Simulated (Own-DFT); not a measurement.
## Calculated data, SiC (4H silicon carbide, strained, atoms displaced)

All values are calculated (Own-DFT development build). A calculation, not a measurement: plane-wave PBE density functional theory by an unreviewed code, no spin, of a simulated periodic cell, stress positive in tension, free energy of the whole cell less one offset for each atom, forces on such cells passed a denser k mesh, this cell's mesh not checked; offsets are fitted by least squares, one for each functional and potential file, so energies compare only between cells with the same atoms and settings and are not formation energies; the far tail of each file's local potential was reset to the Coulomb form; each entry is a single point on an unrelaxed cell, so the pressure reflects the starting lattice, mostly measured values (interpolated for alloys), from which strain is counted, and rises with the displacements; printed positions are rounded, which can move forces by about a meV/angstrom; the program, named Own-DFT, is a retired in-house code; no spin-orbit coupling.

Settings shared by all entries: functional PBE; potential files PseudoDojo norm-conserving, scalar-relativistic, standard set; wave cutoff 42 hartree; occupations Fermi-Dirac; smearing width 0.1 eV; hardware one NVIDIA H100; k mesh 5 x 5 x 3 centred on Gamma.

```yaml
- entry: 1
  formula: SiC
  kind: "4H silicon carbide, strained, atoms displaced"
  structure:
    cell_angstrom:
      - [6.1073, 0.0087, 0.067]
      - [-3.0461, 5.3667, -0.117]
      - [0.1094, -0.1574, 10.08]
    atoms_fractional:
      - [Si, 0.00151, 0.01324, 0.40141]
      - [Si, 0.16059, 0.34022, 0.15419]
      - [C, 0.00203, 0.98218, 0.08872]
      - [C, 0.18206, 0.33665, 0.34054]
      - [Si, 0.01547, 0.49671, 0.40413]
      - [Si, 0.17416, 0.83439, 0.15908]
      - [C, 0.00656, 0.49473, 0.09434]
      - [C, 0.14962, 0.83065, 0.33504]
      - [Si, 0.49124, 0.98353, 0.40208]
      - [Si, 0.67286, 0.33606, 0.15096]
      - [C, 0.49962, 0.01288, 0.09875]
      - [C, 0.66151, 0.32698, 0.34146]
      - [Si, 0.49814, 0.49562, 0.4013]
      - [Si, 0.66471, 0.84217, 0.15618]
      - [C, 0.49913, 0.49482, 0.09665]
      - [C, 0.6652, 0.84612, 0.33714]
      - [Si, 0.98767, 0.98581, 0.90384]
      - [Si, 0.83839, 0.68058, 0.65717]
      - [C, 0.99865, 0.98388, 0.59885]
      - [C, 0.83251, 0.65986, 0.84822]
      - [Si, 0.0113, 0.49461, 0.90802]
      - [Si, 0.82533, 0.15362, 0.65392]
      - [C, 0.01161, 0.50646, 0.59589]
      - [C, 0.82362, 0.16913, 0.8471]
      - [Si, 0.50152, 0.00361, 0.90949]
      - [Si, 0.33362, 0.66232, 0.65353]
      - [C, 0.49359, 0.00686, 0.59349]
      - [C, 0.32295, 0.65471, 0.83896]
      - [Si, 0.5008, 0.50445, 0.9086]
      - [Si, 0.33174, 0.17424, 0.65102]
      - [C, 0.49265, 0.51098, 0.59379]
      - [C, 0.33678, 0.17926, 0.83767]
  results:
    "free_energy_of_cell_above_offsets [eV]": "-2.741"
    "pressure [GPa]": 5.69
    "stress_xx [GPa]": -10.43
    "stress_yy [GPa]": -1.95
    "stress_zz [GPa]": -4.68
    "stress_yz [GPa]": -5.22
    "stress_xz [GPa]": 4.35
    "stress_xy [GPa]": 0.97
    force_element: [Si, Si, C, C, Si, Si, C, C, Si, Si, C, C, Si, Si, C, C, Si, Si, C, C, Si, Si, C, C, Si, Si, C, C, Si, Si, C, C]
    "force_x [eV/angstrom]": [0.045, 2.951, -1.539, -1.472, -3.018, -1.105, -1.124, 1.629, -2.206, -0.718, 1.082, 1.401, 1.569, 1.17, -0.763, 1.786, 0.824, 0.448, -1.155, 0.19, -1.944, -0.324, -1.372, 1.507, -1.668, -1.903, 1.251, 1.429, -0.081, 0.228, 3.024, -0.141]
    "force_y [eV/angstrom]": [-1.563, -2.441, 1.693, -0.628, 0.605, -0.294, 1.277, -0.539, 2.491, 0.792, -1.554, -0.021, 1.684, -0.815, 1.222, -1.76, 1.931, -3.657, 3.038, -0.094, 0.187, 1.721, -1.435, -1.131, -0.459, 2.12, -1.329, 1.961, -0.623, 0.468, -1.35, -1.496]
    "force_z [eV/angstrom]": [0.747, -0.176, 0.865, -0.232, 0.6, -1.742, -0.624, 2.608, 0.775, 1.654, -1.503, 0.299, 0.83, -1.278, -0.544, 1.131, 0.003, 0.708, -2.418, -0.901, -0.411, 0.646, -1.043, -0.658, -1.016, 1.094, -0.973, 1.161, -0.377, 1.232, -1.652, 1.194]
    "wall_time [s]": 116.8
- entry: 2
  formula: SiC
  kind: "4H silicon carbide, strained, atoms displaced"
  structure:
    cell_angstrom:
      - [6.1331, -0.0214, 0.0972]
      - [-3.0851, 5.269, -0.0238]
      - [0.1588, 0.0468, 10.138]
    atoms_fractional:
      - [Si, 0.99425, 0.991, 0.40858]
      - [Si, 0.15687, 0.33085, 0.15826]
      - [C, 0.99542, 0.99779, 0.09946]
      - [C, 0.18042, 0.34799, 0.3435]
      - [Si, 0.00546, 0.51235, 0.39892]
      - [Si, 0.15805, 0.83087, 0.15608]
      - [C, 0.99478, 0.49859, 0.09194]
      - [C, 0.16355, 0.82871, 0.34693]
      - [Si, 0.50067, 0.00384, 0.4138]
      - [Si, 0.66563, 0.34171, 0.15335]
      - [C, 0.51148, 0.99806, 0.09542]
      - [C, 0.67211, 0.31994, 0.34912]
      - [Si, 0.48882, 0.49227, 0.40391]
      - [Si, 0.66044, 0.83642, 0.1543]
      - [C, 0.50497, 0.4996, 0.08988]
      - [C, 0.67484, 0.8369, 0.35043]
      - [Si, 0.00348, 0.99424, 0.90269]
      - [Si, 0.83141, 0.66043, 0.66368]
      - [C, 0.00832, 0.0032, 0.59672]
      - [C, 0.83224, 0.66349, 0.85264]
      - [Si, 0.00049, 0.51037, 0.90512]
      - [Si, 0.85453, 0.18234, 0.66267]
      - [C, 0.99493, 0.51196, 0.59351]
      - [C, 0.82462, 0.1522, 0.84818]
      - [Si, 0.49463, 0.00345, 0.91078]
      - [Si, 0.33325, 0.66387, 0.65842]
      - [C, 0.4968, 0.99764, 0.59499]
      - [C, 0.34081, 0.66543, 0.84011]
      - [Si, 0.49115, 0.48987, 0.90315]
      - [Si, 0.33467, 0.15767, 0.65352]
      - [C, 0.5135, 0.48498, 0.59048]
      - [C, 0.33068, 0.17275, 0.85424]
  results:
    "free_energy_of_cell_above_offsets [eV]": "-2.871"
    "pressure [GPa]": 8.13
    "stress_xx [GPa]": -9.69
    "stress_yy [GPa]": -14.02
    "stress_zz [GPa]": -0.68
    "stress_yz [GPa]": 1.85
    "stress_xz [GPa]": 3.93
    "stress_xy [GPa]": -1.43
    force_element: [Si, Si, C, C, Si, Si, C, C, Si, Si, C, C, Si, Si, C, C, Si, Si, C, C, Si, Si, C, C, Si, Si, C, C, Si, Si, C, C]
    "force_x [eV/angstrom]": [0.428, 1.105, 0.384, -1.796, 0.057, 1.025, 0.724, 0.292, 0.604, 0.477, -3.071, -1.602, 3.018, 1.631, -1.771, -1.503, -2.04, -0.638, -0.809, -0.323, 1.586, -1.598, 2.593, 0.537, 0.878, 0.538, 1.848, -1.217, -0.009, -0.246, -2.464, 1.362]
    "force_y [eV/angstrom]": [1.501, 0.52, 0.2, -2.071, -2.531, 0.526, 0.575, 2.374, -1.622, -1.556, 0.722, 2.187, 1.185, -1.203, 0.122, -0.853, 0.57, 1.127, -0.418, -0.169, -2.105, -1.283, -0.969, 1.946, -0.869, -0.25, -0.183, 0.309, 2.355, 0.607, 1.303, -2.048]
    "force_z [eV/angstrom]": [0.291, -0.493, -1.316, -0.175, 2.286, 0.554, 0.01, -1.202, -0.769, 1.364, -0.498, -1.991, 0.921, 1.592, 0.439, -1.101, 2.223, -0.668, 0.035, -1.867, 0.506, -1.0, -0.151, -0.358, -0.275, -1.366, 0.843, 1.104, 1.705, 1.243, 0.733, -2.621]
    "wall_time [s]": 116.1
- entry: 3
  formula: SiC
  kind: "4H silicon carbide, strained, atoms displaced"
  structure:
    cell_angstrom:
      - [6.1148, -0.0588, -0.0346]
      - [-3.1083, 5.4164, -0.053]
      - [-0.0565, -0.1326, 10.1566]
    atoms_fractional:
      - [Si, 0.0065, 0.98809, 0.40976]
      - [Si, 0.16006, 0.34635, 0.15205]
      - [C, 0.00139, 0.00075, 0.09497]
      - [C, 0.16714, 0.33471, 0.34926]
      - [Si, 0.99761, 0.49648, 0.4016]
      - [Si, 0.15554, 0.8205, 0.15851]
      - [C, 0.99481, 0.50888, 0.10249]
      - [C, 0.16918, 0.83543, 0.34234]
      - [Si, 0.50545, 0.02021, 0.40894]
      - [Si, 0.68542, 0.33472, 0.15679]
      - [C, 0.50483, 0.00676, 0.08532]
      - [C, 0.66841, 0.32735, 0.34299]
      - [Si, 0.49033, 0.50218, 0.40556]
      - [Si, 0.65868, 0.8251, 0.15626]
      - [C, 0.50413, 0.49929, 0.09076]
      - [C, 0.67336, 0.84669, 0.3401]
      - [Si, 0.00802, 0.00487, 0.90951]
      - [Si, 0.85377, 0.6742, 0.65354]
      - [C, 0.99719, 0.00789, 0.59181]
      - [C, 0.83221, 0.66458, 0.83857]
      - [Si, 0.02138, 0.51669, 0.90463]
      - [Si, 0.83184, 0.15324, 0.66445]
      - [C, 0.9995, 0.4941, 0.59479]
      - [C, 0.82776, 0.16612, 0.83847]
      - [Si, 0.51221, 0.99765, 0.90526]
      - [Si, 0.332, 0.66429, 0.65428]
      - [C, 0.52218, 0.01802, 0.5971]
      - [C, 0.33028, 0.6557, 0.8508]
      - [Si, 0.50199, 0.49975, 0.90802]
      - [Si, 0.31949, 0.15633, 0.64916]
      - [C, 0.48948, 0.48917, 0.60523]
      - [C, 0.342, 0.17486, 0.84705]
  results: {}
```

To be estimated
1. Estimate the stress zz of SiC (4H silicon carbide, strained, atoms displaced) (entry 3).

## Answers
1. -1.07 GPa

Further results for SiC (4H silicon carbide, strained, atoms displaced) (entry 3):

| Quantity | Value |
| --- | --- |
| free energy of cell above offsets | -2.241 eV |
| pressure | 3.54 GPa |
| stress xx | -9.49 GPa |
| stress yy | -0.05 GPa |
| stress yz | -4.65 GPa |
| stress xz | -0.99 GPa |
| stress xy | -5.69 GPa |
| wall time | 114.2 s |

Force:
| element | x (eV/Å) | y (eV/Å) | z (eV/Å) |
| --- | --- | --- | --- |
| Si | -2.241 | 1.725 | -1.392 |
| Si | 2.566 | -1.824 | 1.342 |
| C | -0.627 | 0.121 | 0.151 |
| C | -0.634 | -1.059 | -1.628 |
| Si | 0.747 | 0.445 | 1.749 |
| Si | 0.489 | 4.184 | -0.496 |
| C | 2.11 | -0.537 | -2.917 |
| C | 0.534 | -0.747 | 0.848 |
| Si | 1.595 | -2.177 | -0.078 |
| Si | -4.167 | -1.677 | 0.212 |
| C | 0.197 | -1.133 | 2.087 |
| C | -1.435 | 1.606 | -0.327 |
| Si | 1.715 | 1.077 | 0.864 |
| Si | 0.355 | 1.354 | -0.69 |
| C | -0.282 | -0.263 | 1.03 |
| C | -0.424 | -1.24 | 1.334 |
| Si | -0.12 | -0.448 | -0.67 |
| Si | -2.105 | -1.352 | 0.589 |
| C | 0.701 | -2.283 | -0.255 |
| C | 1.001 | 1.081 | 1.264 |
| Si | -3.541 | -2.068 | 0.473 |
| Si | 0.162 | 2.748 | -1.553 |
| C | 0.025 | 0.173 | -0.804 |
| C | 2.062 | 0.669 | 2.672 |
| Si | -2.101 | 0.233 | -0.308 |
| Si | 0.483 | 0.415 | 0.744 |
| C | -2.87 | -2.572 | -1.152 |
| C | 1.581 | 2.204 | -1.771 |
| Si | 0.895 | -0.148 | -0.657 |
| Si | 2.224 | 1.773 | 2.785 |
| C | 1.155 | 1.377 | -2.467 |
| C | -0.049 | -1.657 | -0.981 |
